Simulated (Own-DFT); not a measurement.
# Point defects and the pressure they add: zincblende GaAs

Source: density functional calculations with Own-DFT, an unreviewed in-house program that is no longer used. Nothing was measured or relaxed, and spin and spin-orbit coupling are left out.

Method: PBE; PseudoDojo norm-conserving scalar-relativistic files; cutoff 42 hartree; 3 x 3 x 3 k mesh centred on Gamma; Fermi-Dirac smearing of 0.1 eV.

Keep in mind (not all hold for every row): not probed for a lower state with spin; forces not confirmed at this smearing and k mesh; stress not checked against mesh or cutoff.

All runs share one cell, with vectors in Å (11.737, 0.000, 0.000); (0.000, 11.737, 0.000); (0.000, 0.000, 10.833) and a volume of 1492.4 Å³, strained against the parent crystal. Atoms were moved at random from their sites; u is the rms move along one axis. The defect's site can differ from row to row.

```
cell,formula,u (Å),P (GPa)
no defect,As32Ga32,0.0288,1.27
no defect,As32Ga32,0.0311,1.26
no defect,As32Ga32,0.0523,1.52
one Al on a Ga site,AlAs32Ga31,0.0296,1.19
one Al on a Ga site,AlAs32Ga31,0.0476,1.39
one Al on a Ga site,AlAs32Ga31,0.0485,1.49
one As vacancy and one Ga vacancy,As31Ga31,0.0255,0.87
one As vacancy and one Ga vacancy,As31Ga31,0.0292,?
one As vacancy and one Ga vacancy,As31Ga31,0.0473,1.22
one As vacancy and one Ga vacancy,As31Ga31,0.0545,1.32
one P on an As site,As31Ga32P,0.0281,1.00
one P on an As site,As31Ga32P,0.0297,0.98
one P on an As site,As31Ga32P,0.0300,1.02
one In on a Ga site,As32Ga31In,0.0494,2.14
one In on a Ga site,As32Ga31In,0.0495,2.22
one In on a Ga site,As32Ga31In,0.0524,2.15
```

## What the rows give

P = P0 + c u² + a shift for each defect gives P0 = 1.09 GPa, c = 170 ± 18 GPa/Å² and a scatter of 0.05 GPa. The shifts, and each times the cell's volume:

- one In on a Ga site: 0.65 ± 0.04 GPa, 6.0 eV
- one Al on a Ga site: -0.05 ± 0.04 GPa, -0.4 eV (not resolved)
- one P on an As site: -0.24 ± 0.04 GPa, -2.2 eV
- one As vacancy and one Ga vacancy: -0.29 ± 0.04 GPa, -2.7 eV

Against the defect-free cell, a freed cell would be larger where the shift is positive and smaller where it is negative (160.2 GPa Å³ is 1 eV). The atoms around the defects weren't relaxed, which would change these numbers.

## The run left out

Asked: what pressure belongs in the blank (one As vacancy and one Ga vacancy, u = 0.0292 Å)?

From the fit: 0.95 ± 0.06 GPa. DFT gave 0.90 GPa.
